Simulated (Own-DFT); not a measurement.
# Response to strain: wurtzite AlN, 128 atoms (Al64N64)

All numbers below are calculated, not measured. The program, named Own-DFT, is a retired in-house plane-wave density functional code that no person has reviewed. Each row is one single-point run on a periodic cell that was not relaxed, without spin or spin-orbit coupling.

Settings of every run: PBE; PseudoDojo norm-conserving scalar-relativistic files; cutoff 42 hartree; 3 x 3 x 3 k mesh centred on Gamma; Gaussian smearing of 0.01 eV.

Known limits: k mesh not checked against a denser one; stress not checked against mesh or cutoff.

Unstrained cell vectors in Å: (12.448, 0.000, 0.000); (-6.224, 10.780, 0.000); (0.000, 0.000, 9.964). The unstrained cell has measured lattice constants (interpolated for alloys), not those of this functional. That, the random moves and any unrelaxed bonds set the pressure at no strain. Each run strains this cell uniformly, with the atoms carried along. Every atom was also moved at random, by a Gaussian of width 0.05 Å on each axis. Strain is the symmetric tensor, in per cent. Stress is positive in tension, and the pressure is minus a third of its trace.

| run | e_xx (%) | e_yy (%) | e_zz (%) | e_yz (%) | e_xz (%) | e_xy (%) | s_xx (GPa) | s_yy (GPa) | s_zz (GPa) | s_yz (GPa) | s_xz (GPa) | s_xy (GPa) | P (GPa) | E (meV/atom) |
|---|---|---|---|---|---|---|---|---|---|---|---|---|---|---|
| 1 | 1.99 | 1.10 | 0.05 | -0.20 | 1.53 | 0.31 | 5.26 | -0.03 | -2.63 | -0.05 | 3.30 | 0.81 | -0.87 | 6.2 |
| 2 | -1.39 | 0.88 | 0.82 | -1.89 | 0.65 | -0.64 | -11.92 | -2.15 | -3.06 | -4.67 | 1.61 | -3.71 | 5.71 | 32.5 |
| 3 | 0.53 | -0.97 | 0.27 | -1.05 | -1.30 | 1.20 | -2.71 | -10.38 | -5.40 | -2.35 | -3.07 | 4.37 | 6.16 | 16.5 |
| 4 | 0.27 | 1.26 | 0.87 | -0.74 | -0.22 | 1.46 | -1.86 | 0.90 | -1.37 | -2.06 | -0.14 | 4.04 | 0.77 | 11.7 |
| 5 | -0.90 | -0.03 | 0.31 | -0.87 | 0.51 | -1.35 | -9.17 | -5.75 | -5.29 | -2.06 | 0.45 | -5.25 | 6.73 | 1.9 |
| 6 | -0.34 | 0.37 | -0.86 | -0.38 | -1.38 | 0.80 | -6.12 | -6.16 | -10.36 | -0.90 | -3.90 | 2.42 | 7.54 | 21.6 |
| 7 | -1.72 | -0.50 | -0.91 | 1.97 | -0.53 | 1.57 | -14.75 | -13.52 | -11.32 | 5.83 | -1.94 | 6.04 | 13.20 | 48.2 |
| 8 | 1.43 | 1.64 | -1.86 | -1.49 | -0.28 | -0.70 | 0.35 | 3.25 | -14.26 | -3.93 | -1.10 | -2.70 | 3.55 | 26.6 |
| 9 | 1.56 | -1.69 | -0.90 | -1.56 | 0.67 | -1.39 | -1.64 | -12.90 | -10.39 | -4.22 | 1.86 | -5.43 | 8.31 | 30.6 |
| 10 | 1.04 | -1.20 | 0.26 | -1.47 | 1.23 | 1.43 | -1.91 | -10.73 | -3.59 | -4.15 | 3.09 | 4.49 | 5.41 | 17.4 |
| 11 | -0.29 | 1.18 | 0.15 | 1.32 | 0.64 | -0.22 | -6.69 | 1.34 | -4.25 | 3.37 | 1.52 | -0.57 | 3.20 | 0.1 |
| 12 | 0.41 | -1.39 | 0.14 | -1.26 | -1.67 | -0.99 | -4.56 | -12.88 | -5.99 | -3.42 | -4.42 | -2.47 | 7.81 | 25.4 |
| 13 | 1.03 | -0.25 | 1.51 | -0.42 | -0.96 | -1.13 | -0.76 | -3.08 | 1.05 | -0.03 | -2.15 | -3.39 | 0.93 | 1.5 |
| 14 | 0.41 | 0.82 | 1.84 | 0.51 | -0.54 | 0.92 | -2.15 | -0.65 | 4.36 | 0.99 | -1.35 | 2.92 | -0.52 | 0.0 |
| 15 | -0.32 | 1.74 | -0.05 | -0.23 | -1.80 | -2.00 | -6.16 | 2.45 | -6.02 | 0.06 | -3.64 | -5.89 | 3.24 | 24.1 |
| 16 | -1.55 | -0.59 | 0.78 | -0.30 | 0.69 | -1.38 | ? | ? | ? | ? | ? | ? | ? | ? |

E is the free energy for each atom above the lowest run shown.

## Worked fit

Each stress component was fitted by least squares to a constant and the strains of the runs shown, as fractions, with shears doubled. Shear strains stay in the fit of a normal stress only where such slopes are resolved. The slopes, in GPa:

```
stress,at no strain,per e_xx,per e_yy,per e_zz,scatter
s_xx,-5.7,462 ± 23,81 ± 22,68 ± 26,0.93
s_yy,-6.1,127 ± 32,511 ± 30,101 ± 36,1.28
s_zz,-6.1,73 ± 19,47 ± 18,496 ± 21,0.77
```

Each shear stress against twice its own strain: yz 137 ± 7, xz 117 ± 6, xy 163 ± 5 GPa. These are stiffnesses along x, y and z of the frame in which the cell vectors are given, which need not be the crystal's axes. The atoms are held to the strained lattice; where symmetry lets them move under strain, relaxing them would lower some slopes. The table should be nearly symmetric about its diagonal, and what it lacks of that shows the noise. A ninth of its sum, 218 ± 5 GPa, estimates the bulk modulus near the mean pressure of these runs, 4.7 GPa, so it lies above the value at zero pressure.

## Withheld run

Question: what normal stresses and pressure should run 16 give?

The fit gives s_xx = -12.8, s_yy = -10.3, s_zz = -3.6 and P = 8.9 GPa. The calculation gave -14.10, -9.74, -3.74 and P = 9.19 GPa.
